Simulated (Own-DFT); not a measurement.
# How strain changes the stress of C40 NbSi2, 36 atoms (Nb12Si24)

These are calculations, not measurements. They come from Own-DFT, an in-house plane-wave density functional program, since retired, whose code no person has reviewed. Each row is one single-point run on a periodic cell that was not relaxed, without spin or spin-orbit coupling.

Settings of every run: PBE; PseudoDojo norm-conserving scalar-relativistic files; cutoff 42 hartree; 4 x 4 x 5 k mesh centred on Gamma; cold (Marzari-Vanderbilt) smearing of 0.2 eV.

Known limits: forces on such cells failed a check on a denser k mesh; stress not checked against mesh or cutoff.

Unstrained cell vectors in Å: (0.000, 8.324, 0.000); (-9.613, 0.000, 0.000); (0.000, 0.000, 6.586). The unstrained cell was taken from the Materials Project. The random moves and any unrelaxed bonds add to the pressure at no strain. Each run strains this cell uniformly, with the atoms carried along. Every atom was also moved at random, by a Gaussian of width 0.05 Å on each axis. Strain is the symmetric tensor, in per cent. Stress is positive in tension, and the pressure is minus a third of its trace.

```
run,e_xx (%),e_yy (%),e_zz (%),e_yz (%),e_xz (%),e_xy (%),s_xx (GPa),s_yy (GPa),s_zz (GPa),s_yz (GPa),s_xz (GPa),s_xy (GPa),P (GPa),E (meV/atom)
1,-1.15,-0.35,-0.17,0.24,-0.27,1.93,-7.49,-4.60,-5.48,0.98,-1.47,6.29,5.86,19.4
2,1.28,0.78,-1.95,-0.98,-1.01,-1.12,0.89,0.48,-11.36,-3.61,-3.89,-3.37,3.33,20.7
3,-1.88,0.98,-1.08,-0.51,0.30,0.15,-9.64,-0.72,-9.33,-1.25,1.24,-0.01,6.56,18.3
4,-0.64,-0.02,0.35,-0.22,-0.29,-0.21,-4.52,-2.24,-2.72,-0.52,-0.58,-1.35,3.16,9.4
5,1.35,-1.30,-1.18,-0.67,-1.05,1.22,0.78,-7.08,-9.79,-1.87,-3.18,3.01,5.36,26.3
6,-0.43,1.21,1.07,-1.38,1.84,-1.43,-2.22,2.45,1.75,-3.19,4.80,-3.94,-0.66,18.3
7,1.52,-0.30,1.27,0.68,-0.42,-0.19,3.74,-0.83,3.39,1.98,-1.22,-0.51,-2.10,0.0
8,0.10,-1.61,1.39,-1.21,0.77,-1.92,-2.91,-7.61,0.91,-3.20,1.92,-5.61,3.21,32.2
9,-0.44,-1.76,-1.62,1.03,1.95,1.04,-7.55,-10.14,-15.07,3.52,6.66,3.58,10.92,50.9
10,-1.85,-0.22,-0.26,1.52,1.96,1.41,-10.13,-5.54,-7.18,4.97,6.29,4.17,7.62,45.5
11,0.47,0.99,0.67,-1.67,-0.56,-0.77,-0.32,2.53,0.24,-4.24,-1.73,-2.55,-0.82,16.7
12,-0.12,-0.19,-0.15,0.83,-1.85,0.20,-3.60,-2.59,-4.41,1.85,-5.67,0.72,3.53,12.8
13,-1.98,-1.67,1.91,-0.15,-1.89,1.23,-10.68,-8.03,0.93,-0.24,-5.59,3.46,5.92,41.3
14,0.34,0.31,-1.99,0.46,-1.72,-0.48,-3.12,-2.24,-13.16,2.00,-5.92,-1.23,6.17,31.0
15,1.76,0.00,1.24,1.37,-0.60,-1.05,3.32,-0.57,2.80,4.65,-1.61,-2.75,-1.85,30.8
16,-0.83,0.86,-0.40,-1.28,1.93,-0.75,?,?,?,?,?,?,?,?
```

E is the free energy for each atom above the lowest run shown.

## Worked fit

Each stress component was fitted by least squares to a constant and the strains of the runs shown, as fractions, with shears doubled. Shear strains stay in the fit of a normal stress only where such slopes are resolved. The slopes, in GPa:

| stress | at no strain | per e_xx | per e_yy | per e_zz | scatter |
|---|---|---|---|---|---|
| s_xx | -3.0 | 363 ± 11 | 87 ± 14 | 68 ± 11 | 0.52 |
| s_yy | -2.2 | 76 ± 10 | 372 ± 13 | 71 ± 10 | 0.48 |
| s_zz | -4.1 | 82 ± 11 | 122 ± 15 | 476 ± 11 | 0.53 |

Each shear stress against twice its own strain: yz 147 ± 8, xz 156 ± 6, xy 145 ± 8 GPa. These are stiffnesses along x, y and z of the frame in which the cell vectors are given, which need not be the crystal's axes. The atoms are held to the strained lattice; where symmetry lets them move under strain, relaxing them would lower some slopes. The table should be nearly symmetric about its diagonal, and what it lacks of that shows the noise. A ninth of its sum, 191 ± 6 GPa, estimates the bulk modulus near the mean pressure of these runs, 3.7 GPa, so it lies above the value at zero pressure.

## Withheld run

Question: what normal stresses and pressure should run 16 give?

The fit gives s_xx = -5.5, s_yy = 0.1, s_zz = -5.6 and P = 3.7 GPa. The calculation gave -4.72, -0.75, -5.76 and P = 3.74 GPa.
